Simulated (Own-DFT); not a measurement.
# Bulk modulus against bond length in tetrahedral crystals

Everything here is calculated. The program is Own-DFT (plane waves, in-house, since retired, never reviewed by a person); positions were held fixed, and spin and spin-orbit coupling were off.

Keep in mind (not all hold for every row): forces on such cells moved up to 12 meV/angstrom on a denser k mesh; forces not confirmed at this smearing and k mesh; k mesh not checked against a denser one; forces on such cells passed a denser k mesh, each cell not checked; stress not checked against mesh or cutoff.

All runs are PBE with PseudoDojo norm-conserving files; cutoff and k mesh are each material's own. Every cell starts from measured lattice constants and was given uniform random strains and small random moves of its atoms. Each triple is the change of volume in per cent, the rms move u in Å and the pressure in GPa.

- 3C SiC (C48Si48), 10.36 Å³/atom unstrained: (-2.12, 0.049, 10.30); (-1.15, 0.050, 8.17); (-0.78, 0.049, 7.44); (-0.07, 0.051, 5.92); (0.58, 0.049, 4.27); (1.16, 0.051, 3.56); (2.46, 0.049, 0.01)
- wurtzite GaN (Ga36N36), 11.42 Å³/atom unstrained: withheld
- diamond silicon (Si64), 20.02 Å³/atom unstrained: (-2.84, 0.045, 5.44); (-2.07, 0.050, 4.90); (-0.67, 0.051, 3.32); (-0.09, 0.049, 2.55); (-0.03, 0.050, 2.71); (0.15, 0.054, 2.71); (2.86, 0.048, -0.10)
- zincblende GaP (Ga32P32), 20.24 Å³/atom unstrained: (-2.70, 0.047, 5.81); (-2.29, 0.052, 5.74); (-1.63, 0.051, 4.93); (0.06, 0.050, 3.31); (0.74, 0.051, 2.70); (1.25, 0.049, 2.14); (3.58, 0.051, 0.50)
- zincblende InP (In32P32), 25.27 Å³/atom unstrained: (-2.40, 0.049, 5.74); (-1.07, 0.046, 4.60); (-0.71, 0.051, 4.22); (-0.42, 0.048, 4.16); (1.15, 0.050, 2.87); (2.59, 0.049, 1.75); (3.89, 0.050, 1.03)
- grey tin (Sn64), 34.15 Å³/atom unstrained: (-1.82, 0.047, 4.70); (-1.14, 0.048, 4.26); (-0.60, 0.055, 4.18); (-0.23, 0.050, 3.91); (0.53, 0.050, 3.45); (1.17, 0.049, 3.18); (1.80, 0.049, 2.73)

## Analysis

Fit a line to each set against the fractional change of volume; B is minus its slope, and u is nearly the same within a set. To take it to zero pressure, assume that B rises by 4 GPa for each GPa: B0 = B - 4 x (mean pressure). The bond length of an ideal tetrahedral crystal with the unstrained volume v is d = (√3/4)(8 v)^(1/3). Cohen's empirical rule reads B0 = (1971 - 220 L) d^(-3.5) GPa, with L = 0 for group IV crystals and SiC and 1 for III-V compounds.

| material | L | d (Å) | B (GPa) | mean P (GPa) | B0 (GPa) | rule (GPa) |
|---|---|---|---|---|---|---|
| 3C SiC (C48Si48) | 0 | 1.888 | 221 ± 6 | 5.7 | 198 ± 6 | 213 |
| wurtzite GaN (Ga36N36) | 1 | 1.950 | ? | ? | ? | 169 |
| diamond silicon (Si64) | 0 | 2.352 | 99 ± 3 | 3.1 | 87 ± 3 | 99 |
| zincblende GaP (Ga32P32) | 1 | 2.360 | 89 ± 3 | 3.6 | 74 ± 3 | 87 |
| zincblende InP (In32P32) | 1 | 2.541 | 75 ± 2 | 3.5 | 61 ± 2 | 67 |
| grey tin (Sn64) | 0 | 2.810 | 53 ± 3 | 3.8 | 38 ± 3 | 53 |

A line through ln[B0/(1971 - 220 L)] against ln d has a slope of -4.0 ± 0.3 and a scatter of 8 %. Against the rule, B0 stands at 93 % for 3C SiC, 88 % for diamond silicon, 86 % for zincblende GaP, 92 % for zincblende InP, 71 % for grey tin. PBE tends to make silicon and heavier crystals too soft, and the rule itself is only a guide.

## The run left out

The question: what B0 does the fitted trend give for wurtzite GaN (Ga36N36)?

The straight line predicts 160 GPa. Its own runs give B = 210 ± 10 GPa at a mean pressure of 6.8 GPa, so B0 = 183 GPa.
